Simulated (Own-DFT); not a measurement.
# Computed records: AlGa3N4 (wurtzite random alloy, strained, atoms displaced)

All values are calculated (Own-DFT development build). A calculation, not a measurement: plane-wave PBE density functional theory by an unreviewed code, no spin, of a simulated periodic cell, stress positive in tension, free energy of the whole cell less one offset for each atom, forces on such cells passed a denser k mesh, this cell's mesh not checked; offsets are fitted by least squares, one for each functional and potential file, so energies compare only between cells with the same atoms and settings and are not formation energies; the far tail of each file's local potential was reset to the Coulomb form; each entry is a single point on an unrelaxed cell, so the pressure reflects the starting lattice, mostly measured values, from which strain is counted, and rises with the displacements; printed positions are rounded, which can move forces by about a meV/angstrom; the program is a retired in-house code; no spin-orbit coupling.

Settings shared by all entries: functional PBE; k mesh 4 x 4 x 3 centred on Gamma.

(1) 
```xyz
72
Lattice="9.6994 0.0000 0.0000 -4.8497 8.4000 0.0000 0.0000 0.0000 10.2685" Properties=species:S:1:pos:R:3:force_x:R:1:force_y:R:1:force_z:R:1 formula=AlGa3N4 potential_files=PseudoDojo_norm-conserving,scalar-relativistic,standard_set_with_the_stringent_files_for_Ga wave_cutoff=96 occupations=Gaussian smearing_width=0.01 free_energy_of_cell_above_offsets=-10.801 pressure=-0.84 stress_xx=3.61 stress_yy=2.68 stress_zz=-3.76 stress_yz=0.35 stress_xz=0.42 stress_xy=-0.73
Ga     0.0095     1.8660    10.2666     -0.306      0.213      0.104
Ga     1.6320     0.9044     2.5582       0.25      1.039      -0.19
N      0.0011     1.7916     1.9491     -0.093      1.193      0.286
N      1.5631     0.8936     4.5370     -0.258      0.776     -0.597
Al     0.0640     1.9023     5.1046     -1.518     -0.109      0.056
Ga     1.6781     0.9954     7.6840     -1.583     -0.464      1.329
N     -0.0261     1.8119     7.0534      0.803      0.637      -0.88
N      1.5577     0.8809     9.7267      1.027      2.061     -1.456
Ga    -1.6377     4.5782    10.2266     -0.043       1.52      0.336
Ga     0.0257     3.7401     2.5424     -0.848     -0.374      0.517
N     -1.6666     4.6777     1.9815      0.401     -0.376     -0.511
N     -0.0279     3.7720     4.5486      0.365     -1.005      0.245
Al    -1.6389     4.6118     5.1521      0.287      0.624       0.55
Ga     0.0411     3.6448     7.6555     -0.529      1.432      0.282
N     -1.6557     4.6259     7.1283      0.977      1.467     -1.122
N     -0.0103     3.7693     9.6248      0.489         -1      0.206
Ga    -3.1389     7.5151    10.2169     -1.728     -1.401      0.414
Ga    -1.6654     6.5583     2.5989     -0.164     -0.591     -0.194
N     -3.2596     7.5322     1.9062     -0.193     -1.659      0.883
N     -1.5951     6.4787     4.5448     -1.041     -0.036      0.318
Ga    -3.3285     7.4856     5.1667      1.092      -0.83       0.58
Al    -1.5736     6.6134     7.7061      -1.66     -1.395      0.426
N     -3.2541     7.5917     7.1587      0.213     -2.749     -0.507
N     -1.6224     6.6030     9.6445      1.596     -1.088     -0.322
Ga     3.2390     1.8623     0.0399      0.077     -0.153     -0.785
Ga     4.9236     0.8526     2.5462     -1.349      0.811     -0.066
N      3.3147     1.9365     1.9519     -0.596     -1.622      0.749
N      4.8459     0.9322     4.4946     -0.565     -0.349      0.065
Ga     3.1303     1.8325     5.0923       1.23      0.553     -0.458
Al     4.8569     0.8899     7.6727     -0.424      0.749      0.359
N      3.1662     1.8465     6.9983      2.146      0.556      0.818
N      4.8371     0.8528     9.5901      0.148     -0.149      0.611
Ga     1.6315     4.6816     0.0508     -0.007     -1.275     -0.606
Ga     3.2379     3.7626     2.5345     -0.226     -0.186      0.013
N      1.5956     4.6498     1.9711      0.518      1.517      0.481
N      3.2557     3.7700     4.4656     -0.829     -1.062      0.507
Ga     1.6773     4.6960     5.1522     -0.887     -1.178      -0.08
Ga     3.2265     3.7172     7.6860      0.307     -0.171      0.999
N      1.6921     4.7139     7.0984     -1.046     -0.092     -0.365
N      3.2206     3.7041     9.6704      0.247     -0.036     -0.308
Al    -0.0074     7.4168     0.1132      0.238     -0.109     -2.735
Al     1.6870     6.6147     2.6058     -1.034     -1.582     -0.942
N     -0.0275     7.3975     1.9417      1.274      0.082      0.867
N      1.5828     6.4483     4.4929      0.433      2.042     -0.584
Ga    -0.0185     7.4637     5.0727     -0.271     -0.266       0.98
Al     1.6320     6.5345     7.6405     -0.031      0.228      1.228
N     -0.0921     7.4883     7.1300      2.342     -0.095     -0.992
N      1.6491     6.3966     9.6315     -1.004      2.985     -0.486
Ga     6.4556     1.8612     0.0030     -0.432      0.116     -1.082
Ga     8.0452     0.9272     2.5509      0.974      0.275     -0.104
N      6.4597     1.7715     1.9119      0.154      1.319      0.547
N      8.1025     0.9308     4.4670      0.049      0.653      1.053
Ga     6.3968     1.8719     5.1199      1.092     -0.281      0.612
Ga     8.0970     0.9728     7.7277     -0.712     -0.865     -0.367
N      6.4027     1.9235     7.1179     -0.047     -2.191     -0.563
N      8.0828     0.9174     9.6644      -0.17      0.421     -0.046
Ga     4.8850     4.6997     0.0542     -0.594     -0.322     -2.097
Ga     6.4710     3.7125     2.6399     -0.462     -0.132     -0.941
N      4.8104     4.6114     1.8798      1.137      1.699      2.584
N      6.4834     3.7027     4.5617     -0.282      0.708      0.088
Ga     4.7550     4.6239     5.2172      1.543      0.549     -0.863
Ga     6.4444     3.7186     7.6654      0.388      0.511      0.753
N      4.8603     4.6069     7.1101     -0.546      1.752      0.152
N      6.4419     3.7765     9.6116     -0.017     -1.104      0.567
Ga     3.2152     7.4789     0.0450      0.249     -0.849     -2.033
Al     4.8805     6.5423     2.5721     -0.226     -0.259     -0.752
N      3.2262     7.5036     1.9012      0.222     -1.472      2.275
N      4.8605     6.4993     4.4890     -0.702     -0.049      -0.45
Ga     3.1743     7.4962     5.0816      0.857     -0.336      0.816
Al     4.8704     6.5349     7.7237      0.053     -0.023      0.187
N      3.2944     7.4234     7.0898     -1.112      0.139     -0.183
N      4.8357     6.5097     9.6361      0.359      0.658     -0.177
```

Units: wave_cutoff in hartree; smearing_width, free_energy_of_cell_above_offsets in eV; pressure, stress_xx, stress_yy, stress_zz, stress_yz, stress_xz, stress_xy in GPa; force_x, force_y, force_z in eV/Å.

(2) 
```xyz
72
Lattice="9.6994 0.0000 0.0000 -4.8497 8.4000 0.0000 0.0000 0.0000 10.2685" Properties=species:S:1:pos:R:3:force_x:R:1:force_y:R:1:force_z:R:1 formula=AlGa3N4 potential_files=PseudoDojo_norm-conserving,scalar-relativistic,standard_set_with_the_stringent_files_for_Ga wave_cutoff=96 occupations=Gaussian smearing_width=0.01 free_energy_of_cell_above_offsets=-8.124 pressure=0.25 stress_xx=2.7 stress_yy=2.13 stress_zz=-5.59 stress_yz=0.08 stress_xz=-0.45 stress_xy=0.96
Ga    -0.0048     1.9313     0.0081      0.593     -0.904      -1.21
Al     1.6119     0.9379     2.5906     -0.198      -0.27     -0.503
N     -0.0317     1.8461     1.8597      1.183     -0.103      2.589
N      1.6318     0.8440     4.5293      0.196      1.648     -0.838
Ga    -0.0700     1.9027     5.2165      0.702     -1.771     -2.209
Ga     1.6485     0.8813     7.6961     -0.469      0.283      0.471
N      0.0469     1.8738     7.0259     -0.569      1.019      2.935
N      1.6382     0.8688     9.6849      0.449      1.984     -0.117
Ga    -1.6652     4.6550     0.0769      0.144      0.964     -1.016
Ga     0.0702     3.8716     2.4601     -0.695     -1.999      1.302
N     -1.5511     4.7141     1.9859     -1.257     -0.761     -0.325
N     -0.0268     3.6326     4.5402      0.779      2.275     -0.722
Ga    -1.5979     4.6904     5.2418     -0.723      0.102     -2.494
Al    -0.0010     3.8412     7.7152     -0.133     -1.065      0.197
N     -1.6078     4.7233     7.0923      0.446     -1.346      1.648
N      0.0572     3.8292     9.7538     -2.517      -1.48     -2.546
Ga    -3.2306     7.4775     0.0344       0.02     -0.786     -0.628
Ga    -1.6209     6.5578     2.4800      2.515     -1.278      2.233
N     -3.0880     7.3911     1.9787     -4.425      2.519     -0.047
N     -1.6603     6.5314     4.4938      0.439      0.013      0.107
Al    -3.2423     7.4569     5.0542      0.843     -0.257      1.141
Ga    -1.6556     6.5416     7.6929     -0.125      0.809     -0.789
N     -3.2080     7.5084     6.9988     -0.778     -0.673     -0.521
N     -1.6277     6.5409     9.5460      0.196     -0.503      2.563
Al     3.3239     1.8388     0.0207     -2.356       0.42     -0.725
Ga     4.8127     0.8909     2.4670      0.986      0.245      0.997
N      3.2202     1.8614     1.9203     -0.654     -0.231     -0.169
N      4.8634     0.9428     4.4055     -0.559      0.482      1.444
Al     3.2375     1.8744     5.0866      0.447      -1.03      0.423
Ga     4.7888     0.9742     7.7228       1.64     -1.334     -0.811
N      3.2671     1.8453     7.1848     -1.225      2.147     -2.532
N      4.7433     0.8774     9.6060       1.44      1.018      1.408
Ga     1.5890     4.6673    10.1678      2.373      1.792      1.456
Ga     3.2509     3.6770     2.6172     -0.099      1.079     -1.905
N      1.6412     4.7806     1.9386      1.054     -1.662     -0.118
N      3.3217     3.7331     4.4745      -3.01     -1.011      1.488
Al     1.5178     4.6538     5.1333      0.741      0.018     -0.192
Al     3.1773     3.7015     7.6944      0.824      0.749      0.228
N      1.5871     4.6866     7.0451      0.407     -0.858      0.363
N      3.2215     3.7239     9.6430     -0.186     -1.212     -0.475
Ga    -0.0082     7.4696     0.0336        0.1     -0.945      -1.45
Ga     1.6815     6.5329     2.6132     -0.794      0.415      0.455
N      0.0573     7.4161     1.9264     -0.221      0.461      0.554
N      1.6257     6.5345     4.6355      0.464     -1.412     -1.184
Ga     0.0382     7.4838     5.0880     -1.443      0.511      0.435
Ga     1.6357     6.5871     7.6527     -1.193      0.006      0.793
N     -0.0908     7.4851     7.0754      1.459      0.316     -0.253
N      1.6623     6.5830     9.6831      0.272      0.228     -0.439
Ga     6.4592     1.8913     0.0388     -0.013      -0.51     -0.572
Ga     8.1199     0.8004     2.6094     -0.276      2.225     -0.889
N      6.4894     1.8611     1.9558     -0.247     -0.205      0.176
N      8.0471     0.7889     4.4915      0.591      2.627      0.496
Ga     6.5466     1.8715     5.2300     -1.339     -0.018     -5.158
Ga     8.0234     0.9421     7.6329      1.308      0.425      1.452
N      6.5342     1.8885     6.9599     -1.409       0.68      4.949
N      8.0810     0.9940     9.6631     -0.373     -0.744     -0.329
Ga     4.8447     4.5376     0.0267     -2.051       3.14     -0.669
Ga     6.4037     3.7339     2.5814      1.489     -0.298      0.781
N      4.9155     4.7321     1.8878     -1.072     -0.207      1.972
N      6.4324     3.7559     4.5688      0.457     -0.099     -0.355
Ga     4.7598     4.6849     5.1005       2.27      0.107      1.723
Ga     6.4140     3.8292     7.7337      0.685     -0.656     -0.389
N      4.8824     4.7621     7.1393     -2.157     -1.161     -0.903
N      6.3481     3.7721     9.7026      3.056     -1.666     -1.124
Al     3.2179     7.5414     0.0947      0.807      -0.86     -2.003
Al     4.8881     6.4792     2.6447      0.273      0.632     -1.165
N      3.2349     7.4274     1.9538      1.646     -0.626      0.273
N      4.8585     6.5359     4.5730      0.554      0.031     -1.623
Ga     3.3054     7.4782     5.1094     -1.091     -1.286      1.325
Ga     4.8081     6.6217     7.6961      0.887     -0.024      0.298
N      3.1849     7.5191     7.0933      0.732     -0.269      -0.75
N      4.9240     6.5457     9.6105     -1.813      0.149      1.471
```

Units: wave_cutoff in hartree; smearing_width, free_energy_of_cell_above_offsets in eV; pressure, stress_xx, stress_yy, stress_zz, stress_yz, stress_xz, stress_xy in GPa; force_x, force_y, force_z in eV/Å.

(3) 
```xyz
72
Lattice="9.3904 0.0000 0.0000 -4.6952 8.1323 0.0000 0.0000 0.0000 10.2685" Properties=species:S:1:pos:R:3 formula=AlGa3N4 potential_files=PseudoDojo_norm-conserving,scalar-relativistic,standard_set wave_cutoff=42 occupations=Fermi-Dirac smearing_width=0.1
Al     0.0062     1.8202     0.0358
Ga     1.5822     0.9267     2.6221
N     -0.0357     1.8188     1.9167
N      1.7191     0.9031     4.6134
Ga     0.0562     1.8535     5.2021
Ga     1.5539     0.9854     7.7781
N     -0.0428     1.7968     7.0588
N      1.4695     0.9127     9.5764
Ga    -1.5848     4.4430    10.2228
Ga    -0.0320     3.5925     2.5031
N     -1.6367     4.4525     1.9309
N      0.0241     3.5888     4.5786
Ga    -1.5310     4.5223     5.0732
Ga     0.0004     3.5890     7.7116
N     -1.6176     4.5857     7.1061
N     -0.0501     3.5786     9.7173
Ga    -3.0683     7.2371     0.0050
Ga    -1.5083     6.3447     2.5063
N     -3.1121     7.2173     1.8918
N     -1.5346     6.3333     4.5688
Ga    -3.1769     7.1644     5.1193
Al    -1.4803     6.2556     7.7923
N     -3.1142     7.1849     7.1576
N     -1.4837     6.3460     9.6287
Ga     3.0710     1.7150    10.2040
Ga     4.6983     0.8632     2.5408
N      3.0989     1.8420     1.8978
N      4.6286     0.9020     4.4331
Ga     3.1160     1.7841     5.1146
Ga     4.7056     0.8976     7.6815
N      3.2100     1.8286     7.0226
N      4.5914     0.8816     9.6610
Al     1.6253     4.6312    10.1945
Ga     3.1167     3.6486     2.5846
N      1.4829     4.4551     2.0090
N      3.0171     3.6089     4.5134
Ga     1.5220     4.4578     5.1153
Ga     3.1892     3.6527     7.6382
N      1.5513     4.5826     7.0291
N      3.0749     3.4902     9.6076
Ga    -0.0094     7.2523     0.0700
Ga     1.5675     6.3244     2.5690
N     -0.0153     7.2087     2.0097
N      1.5701     6.3219     4.5596
Ga     0.0956     7.1802     5.1621
Ga     1.6740     6.3613     7.6887
N      0.0058     7.2221     7.0908
N      1.5040     6.3330     9.8103
Al     6.2989     1.8543     0.0413
Ga     7.7594     1.0070     2.5903
N      6.2352     1.8628     1.9364
N      7.8659     0.8777     4.4927
Al     6.2721     1.8601     5.1027
Al     7.7976     0.8894     7.6018
N      6.2901     1.8178     7.0970
N      7.8226     0.9486     9.4971
Ga     4.7874     4.4742     0.0458
Al     6.2763     3.6319     2.5859
N      4.6379     4.5053     1.9093
N      6.3626     3.6120     4.6150
Ga     4.7456     4.5636     5.1555
Ga     6.2682     3.5847     7.6551
N      4.6120     4.4831     7.0595
N      6.2363     3.5437     9.6419
Ga     3.1263     7.4170     0.0463
Al     4.7791     6.3590     2.5606
N      3.0468     7.2670     1.9528
N      4.6817     6.3532     4.4952
Ga     3.0930     7.1240     5.1200
Al     4.6378     6.3087     7.7164
N      3.1863     7.2392     7.1720
N      4.6807     6.3987     9.7333
```

Units: wave_cutoff in hartree; smearing_width in eV.

Q: Give the missing stress xx for AlGa3N4 (wurtzite random alloy, strained, atoms displaced) (entry 3).
A: -16.21 GPa

Q: Estimate the stress zz of AlGa3N4 (wurtzite random alloy, strained, atoms displaced) (entry 3).
A: -8.58 GPa

Q: Give the table of force values for AlGa3N4 (wurtzite random alloy, strained, atoms displaced) (entry 3).
A: 
Force:
```
element  x (eV/Å)  y (eV/Å)  z (eV/Å)
     Al     -0.48     -0.28    -0.823
     Ga    -0.074     0.004     0.104
      N     0.416    -1.146    -0.453
      N    -4.989    -1.983    -2.237
     Ga    -0.058    -1.899    -1.077
     Ga     0.696    -1.473    -2.873
      N    -0.099    -0.083     0.883
      N    -0.269    -0.079      2.56
     Ga    -0.203     1.465       0.6
     Ga    -0.489     0.034     1.399
      N     0.138      1.02      0.04
      N    -1.255     0.033    -2.039
     Ga     1.013     0.996     1.871
     Ga    -0.354     0.898     0.409
      N     1.056    -1.025    -0.337
      N     2.386     0.187     -0.89
     Ga    -0.675    -0.103    -1.206
     Ga    -1.775    -1.418     1.815
      N    -0.259     0.341      1.38
      N    -0.094    -0.085    -1.647
     Ga     1.969     1.382     2.165
     Al    -1.127     1.951    -1.373
      N    -0.312    -0.351    -0.137
      N    -1.205    -1.163     0.423
     Ga    -0.604     1.306     1.322
     Ga    -0.912     1.395     0.157
      N     0.358    -0.754     0.157
      N     2.813     0.269      1.19
     Ga      2.85     1.798     1.282
     Ga     -0.08    -0.193     0.728
      N    -1.365    -0.023     0.698
      N     3.191     0.344    -0.232
     Al    -0.562    -3.569     1.568
     Ga    -0.694    -0.767    -0.021
      N     1.532     1.841    -2.102
      N     2.965     0.131    -0.361
     Ga     0.456     1.577     0.739
     Ga    -3.149    -1.968      1.64
      N     0.054    -0.953     0.996
      N     0.131      2.92     0.005
     Ga     0.065     0.192    -0.112
     Ga    -0.122    -0.999     0.393
      N     1.136     0.425    -1.137
      N     0.155    -1.417     -1.52
     Ga    -2.346      1.67     0.442
     Ga    -2.486    -0.424     1.497
      N     0.326    -0.644     0.392
      N     1.863     1.119    -2.193
     Al    -0.996    -1.652    -1.001
     Ga     0.957    -1.608     0.328
      N    -0.353     0.684    -0.711
      N    -0.928     0.636     1.259
     Al    -0.321    -2.019      0.55
     Al     0.639     0.583     0.995
      N     0.041    -1.018    -1.988
      N     -0.33      1.67      1.36
     Ga    -2.518     0.928    -1.105
     Al    -1.468    -0.103     0.521
      N      2.13     1.126     2.116
      N    -2.381    -0.526    -2.579
     Ga    -1.139    -1.262    -0.466
     Ga    -0.391     0.944     0.696
      N     3.318      2.81    -0.304
      N     0.434     0.159    -0.741
     Ga    -0.136    -2.249    -0.135
     Al    -1.989    -0.368    -0.711
      N     2.316     0.284     0.719
      N    -0.036    -0.935    -1.702
     Ga     0.993     2.218     0.859
     Al     2.406     0.089     1.276
      N     0.341      0.55    -1.774
      N     -0.12    -1.439    -1.552
```

Further results for AlGa3N4 (wurtzite random alloy, strained, atoms displaced) (entry 3):

- free energy of cell above offsets: 9.486 eV
- pressure: 13.28 GPa
- stress yy: -15.05 GPa
- stress yz: 0.27 GPa
- stress xz: 1.21 GPa
- stress xy: -1.15 GPa
